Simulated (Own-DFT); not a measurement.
GaP (zincblende, atoms displaced) (calculated)

Computed with Own-DFT development build. A calculation, not a measurement: plane-wave PBE density functional theory by an unreviewed code, no spin, of a simulated periodic cell, stress positive in tension, free energy of the whole cell less one offset for each atom, forces on such cells passed a denser k mesh, this cell's mesh not checked; offsets are fitted by least squares, one for each functional and potential file, so energies compare only between cells with the same atoms and settings and are not formation energies; the far tail of each file's local potential was reset to the Coulomb form; each entry is a single point on an unrelaxed cell, so the pressure reflects the starting lattice, mostly measured values (interpolated for alloys), from which strain is counted, and rises with the displacements; printed positions are rounded, which can move forces by about a meV/angstrom; the program, named Own-DFT, is a retired in-house code; no spin-orbit coupling; before rounding, a Quantum ESPRESSO 7.3.1 run of the same cell and cutoff gave forces within 1 meV/angstrom rms on each cell, which checks the program and not the settings.

GaP (zincblende, atoms displaced)

```xyz
96
Lattice="16.3515 0.0000 0.0000 0.0000 10.9010 0.0000 0.0000 0.0000 10.9010" Properties=species:S:1:pos:R:3 GaP
Ga    16.3405     0.0319     0.0244
Ga    16.1713     2.6644     2.7877
Ga     2.5543    10.8457     2.8264
Ga     2.5414     2.5990     0.1053
P      1.3498     1.4314     1.4385
P      1.4965     4.3237     3.9127
P      4.1860     1.2796     4.0148
P      4.2391     3.6211     1.4117
Ga    16.1624    10.8989     5.6071
Ga     0.0582     3.1650     8.4187
Ga     2.8909    10.7125     8.3358
Ga     2.8580     2.9403     5.3995
P      1.4800     1.4237     6.7267
P      1.1109     4.4418     9.6300
P      4.2877     1.3252     9.3485
P      4.1128     4.2690     6.7123
Ga     0.1100     5.3956     0.0868
Ga    16.2610     8.4161     2.9385
Ga     2.8527     5.2199     2.8326
Ga     2.7597     8.1877    10.7852
P      1.4406     6.8462     1.2591
P      1.4349     9.3965     4.2245
P      3.9911     6.7035     3.9345
P      4.3317     9.3574     1.6031
Ga    16.3250     5.2965     5.4734
Ga     0.0943     8.0880     8.1537
Ga     2.7444     5.2751     8.4042
Ga     2.6804     7.8937     5.4191
P      1.5309     6.5926     6.7101
P      1.3498     9.4623     9.4288
P      3.8660     6.8374     9.6098
P      3.9333     9.3404     7.0792
Ga     5.6540    10.8523     0.2731
Ga     5.3328     2.7356     2.6638
Ga     8.3717    10.8938     2.8694
Ga     8.1432     2.9644     0.1197
P      6.8914     1.5819     1.4157
P      7.0221     4.3194     4.1190
P      9.3386     1.5571     3.8828
P      9.6392     3.8139     1.2032
Ga     5.7214     0.1521     5.6239
Ga     5.6114     2.5670     8.0226
Ga     8.2470     0.0556     8.1760
Ga     7.9921     2.6417     5.5113
P      6.7246     1.1486     6.8796
P      6.8162     3.9461     9.6990
P      9.6440     1.3389     9.7418
P      9.3546     3.9502     6.8495
Ga     5.4923     5.3816     0.0487
Ga     5.4658     8.4496     3.0991
Ga     8.0358     5.5797     2.6690
Ga     8.0662     8.2135    10.8654
P      6.7203     6.8336     1.3456
P      6.9013     9.2309     4.2908
P      9.5498     6.8511     4.2022
P      9.6027     9.3368     1.4729
Ga     5.5514     5.6261     5.4131
Ga     5.5620     7.7735     8.1742
Ga     8.1217     5.5500     7.9255
Ga     8.2269     8.2247     5.5517
P      6.5682     6.9686     6.6377
P      6.7072     9.5870     9.7514
P      9.4182     6.7423     9.4354
P      9.6106     9.6932     6.6900
Ga    10.9762    10.7509    10.7844
Ga    10.9149     2.9040     2.6740
Ga    13.6212     0.1424     2.7043
Ga    13.4605     2.8585     0.2095
P     12.0744     1.1269     1.1015
P     12.3033     4.2332     4.2141
P     14.9614     1.5582     4.1551
P     14.8071     3.9988     1.5194
Ga    11.1120    10.8554     5.5594
Ga    11.0149     2.6063     8.0240
Ga    13.7364    10.7178     7.8564
Ga    13.6160     2.7267     5.5391
P     12.3614     1.4920     6.4470
P     12.1769     4.1341     9.4256
P     14.8934     1.2928     9.6567
P     15.0343     4.0840     6.5446
Ga    10.7905     5.4143    10.8706
Ga    11.0851     8.2864     2.6125
Ga    13.6105     5.4361     2.9172
Ga    13.4511     7.8865     0.0607
P     12.2992     7.1253     1.4557
P     12.2991     9.6678     4.0110
P     14.9430     6.7454     3.8753
P     14.7788     9.1622     1.5172
Ga    10.9877     5.3366     5.4794
Ga    10.9543     8.1856     8.2329
Ga    13.5817     5.2993     8.3426
Ga    13.7158     8.3357     5.4863
P     12.3783     6.8045     6.8753
P     12.3703     9.5488     9.4243
P     14.9385     6.8252     9.7590
P     14.9432     9.6094     6.6954
```

It was run with functional PBE, potential files PseudoDojo norm-conserving, scalar-relativistic, standard set, wave cutoff 42 hartree, occupations Fermi-Dirac, smearing width 0.1 eV and k mesh 2 x 3 x 3 centred on Gamma.

The calculation gives: free energy of cell above offsets -17.073 eV; pressure 8 GPa; stress xx -8.55 GPa; stress yy -6.81 GPa; stress zz -8.63 GPa; stress yz -1.09 GPa; stress xz 0.41 GPa; stress xy -1.83 GPa.

Force:
```tsv
element	x (eV/Å)	y (eV/Å)	z (eV/Å)
Ga	-0.367	-1.347	0.295
Ga	2.497	1.681	-0.834
Ga	1.726	-0.198	-0.343
Ga	2.375	1.316	-2.539
P	-1.966	-2.073	1.198
P	-5.486	-4.714	3.926
P	-0.174	0.073	1.552
P	-6.046	6.793	-6.163
Ga	3.554	2.799	-2.235
Ga	-2.58	-4.857	-3.551
Ga	-1.342	2.361	-0.424
Ga	-0.933	-1.658	-0.917
P	-0.379	0.219	1.25
P	5.556	-3.434	-1.645
P	-1.673	-0.491	2.674
P	1.299	-0.788	1.742
Ga	-4.623	4.061	5.321
Ga	0.9	-2.067	-0.994
Ga	3.279	2.362	-6.031
Ga	-1.165	1.493	2.446
P	0.138	-0.093	1.885
P	-1.155	1.586	0.644
P	2.21	1.611	1.288
P	-3.37	2.71	-3.075
Ga	1.986	2.926	-2.618
Ga	-0.702	-1.042	-0.618
Ga	0.796	0.936	-1.825
Ga	1.649	1.488	0.079
P	-2.513	-0.68	2.118
P	-0.338	1.358	1.809
P	3.842	-2.558	-1.216
P	2.554	-1.615	-2.969
Ga	-1.495	1.632	0.528
Ga	5.986	-3.763	6.469
Ga	-1.995	-2.086	-2.039
Ga	-0.693	-3.582	-1.36
P	0.41	-2.243	0.776
P	-2.509	-2.218	0.967
P	2.413	1.215	2.886
P	1.367	4.741	1.79
Ga	-6.4	-6.198	-6.473
Ga	-1.664	3.103	1.267
Ga	0.704	-0.647	1.737
Ga	0.521	0.169	-0.893
P	5.983	4.204	3.792
P	-1.204	1.968	-3.693
P	-1.11	0.698	-2.182
P	1.681	0.032	-0.429
Ga	-1.436	-0.249	0.108
Ga	-1.579	-4.388	-1.266
Ga	2.467	0.434	-0.581
Ga	1.107	-0.973	0.605
P	-0.274	0.84	0.384
P	1.138	5.668	0.259
P	0.884	-0.438	-0.961
P	-1.656	2.017	-1.954
Ga	-2.147	-2.17	-2.528
Ga	-3.769	3.814	4.436
Ga	-0.905	-0.549	0.996
Ga	2.262	-1.586	1.145
P	5.259	-0.699	-0.429
P	1.081	-1.026	-3.318
P	0.265	1.122	0.377
P	-0.586	-1.116	1.998
Ga	-2.166	-2.428	-0.853
Ga	1.204	-1.984	1.206
Ga	0.208	-0.312	-0.91
Ga	-0.849	-1.886	-2.117
P	2.687	3.61	4.015
P	0.058	-2.73	-1.505
P	-0.673	-2.876	0.443
P	1.339	1.522	-0.371
Ga	-1.421	0.272	-2.475
Ga	-1.177	0.051	1.04
Ga	-3.106	4.084	4.159
Ga	2.555	3.398	-3.212
P	-2.575	-3.196	4.905
P	-0.822	-1.837	1.793
P	-0.084	1.431	-1.205
P	-1.553	-1.077	4.59
Ga	0.212	0.839	0.158
Ga	-2.168	0.698	4.073
Ga	-1.166	0.002	-2.489
Ga	2.796	3.792	-4.084
P	-1.9	-7.375	1.444
P	0.404	-0.42	0.939
P	2.289	1.916	3.589
P	0.423	3.538	-1.1
Ga	-2.408	1.989	1.722
Ga	-0.578	-0.428	-0.719
Ga	2.344	2.294	-1.942
Ga	-1.818	-2.664	-2.233
P	-0.36	0.076	-0.259
P	0.413	-0.638	0.166
P	1.202	-1.407	-2.115
P	3.035	-4.135	0.699
```
